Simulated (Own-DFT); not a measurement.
# Strain and stress in 4H SiC, 32 atoms (C16Si16)

Calculated results; nothing here was measured. They come from Own-DFT, an in-house plane-wave density functional program, since retired, whose code no person has reviewed. Each row is one single-point run on a periodic cell that was not relaxed, without spin or spin-orbit coupling.

Settings of every run: PBE; PseudoDojo norm-conserving scalar-relativistic files; cutoff 42 hartree; 5 x 5 x 3 k mesh centred on Gamma; Fermi-Dirac smearing of 0.1 eV.

Known limits: forces on such cells passed a denser k mesh, each cell not checked; stress not checked against mesh or cutoff.

Unstrained cell vectors in Å: (6.165, 0.000, 0.000); (-3.083, 5.339, 0.000); (0.000, 0.000, 10.068). The unstrained cell has measured lattice constants (interpolated for alloys), not those of this functional. That, the random moves and any unrelaxed bonds set the pressure at no strain. Each run strains this cell uniformly, with the atoms carried along. Every atom was also moved at random, by a Gaussian of width 0.05 Å on each axis. Strain is the symmetric tensor, in per cent. Stress is positive in tension, and the pressure is minus a third of its trace.

```
run,e_xx (%),e_yy (%),e_zz (%),e_yz (%),e_xz (%),e_xy (%),s_xx (GPa),s_yy (GPa),s_zz (GPa),s_yz (GPa),s_xz (GPa),s_xy (GPa),P (GPa),E (meV/atom)
1,-0.76,-1.82,-0.33,-1.46,1.44,0.13,-11.08,-17.55,-11.10,-5.09,5.89,1.00,13.24,83.4
2,-0.05,0.85,0.03,-1.83,0.26,1.88,-3.15,-0.02,-7.95,-6.37,1.18,8.83,3.71,35.1
3,1.47,0.39,1.69,0.57,1.86,0.63,3.46,-3.00,2.90,0.19,7.34,4.36,-1.12,57.9
4,0.11,0.43,0.30,0.75,-0.85,1.96,-2.83,-0.19,-7.63,2.96,-3.02,7.89,3.55,22.8
5,-1.96,-1.78,0.20,-1.60,-1.46,1.26,-19.28,-17.08,-8.66,-6.75,-5.00,5.26,15.01,78.9
6,1.63,-0.79,0.31,0.27,-1.34,1.98,3.76,-6.77,-5.23,0.27,-3.30,9.22,2.75,16.9
7,0.26,0.65,-1.41,1.16,-1.30,-0.42,-1.93,-1.25,-18.53,4.66,-6.79,-0.01,7.24,43.5
8,1.44,1.13,1.28,1.33,0.60,0.59,4.20,3.54,2.22,3.38,2.23,4.00,-3.32,0.0
9,-1.11,0.70,-0.57,-1.81,-1.12,-2.00,-13.29,-1.17,-10.77,-6.45,-4.03,-9.88,8.41,55.9
10,1.85,0.62,-0.26,0.87,1.88,-0.69,3.87,0.93,-6.28,2.23,7.13,-3.98,0.49,18.3
11,-1.42,0.77,1.10,1.05,0.30,1.48,-13.25,-2.40,0.88,3.99,-1.35,9.44,4.92,36.1
12,0.26,1.13,0.91,0.05,-1.24,-1.15,-1.58,3.20,-1.99,-0.16,-4.34,-4.90,0.12,21.7
13,-1.62,0.86,0.68,-0.19,-1.31,1.59,-10.38,-0.29,-5.86,-1.60,-3.16,6.63,5.51,35.3
14,-0.93,0.62,-1.39,-0.87,-0.95,-1.53,-10.16,-1.62,-13.12,-2.63,-3.01,-5.71,8.30,24.2
15,-1.55,1.10,1.48,0.79,0.65,-0.97,-11.41,-0.36,1.41,3.16,2.37,-4.70,3.45,29.6
16,-1.54,1.34,0.71,0.29,-1.00,-1.15,?,?,?,?,?,?,?,?
```

E is the free energy for each atom above the lowest run shown.

## Worked fit

Each stress component was fitted by least squares to a constant and the strains of the runs shown, as fractions, with shears doubled. Shear strains stay in the fit of a normal stress only where such slopes are resolved. The slopes, in GPa:

```
stress,at no strain,per e_xx,per e_yy,per e_zz,scatter
s_xx,-5.2,549 ± 33,131 ± 44,31 ± 45,1.56
s_yy,-4.7,98 ± 23,612 ± 31,-22 ± 32,1.10
s_zz,-7.7,47 ± 37,61 ± 51,600 ± 52,1.79
```

Each shear stress against twice its own strain: yz 185 ± 10, xz 171 ± 14, xy 231 ± 16 GPa. These are stiffnesses along x, y and z of the frame in which the cell vectors are given, which need not be the crystal's axes. The atoms are held to the strained lattice; where symmetry lets them move under strain, relaxing them would lower some slopes. The table should be nearly symmetric about its diagonal, and what it lacks of that shows the noise. A ninth of its sum, 234 ± 9 GPa, estimates the bulk modulus near the mean pressure of these runs, 4.8 GPa, so it lies above the value at zero pressure.

## Withheld run

Question: what normal stresses and pressure should run 16 give?

The fit gives s_xx = -11.7, s_yy = 1.9, s_zz = -3.3 and P = 4.4 GPa. The calculation gave -12.20, 1.17, -3.26 and P = 4.76 GPa.
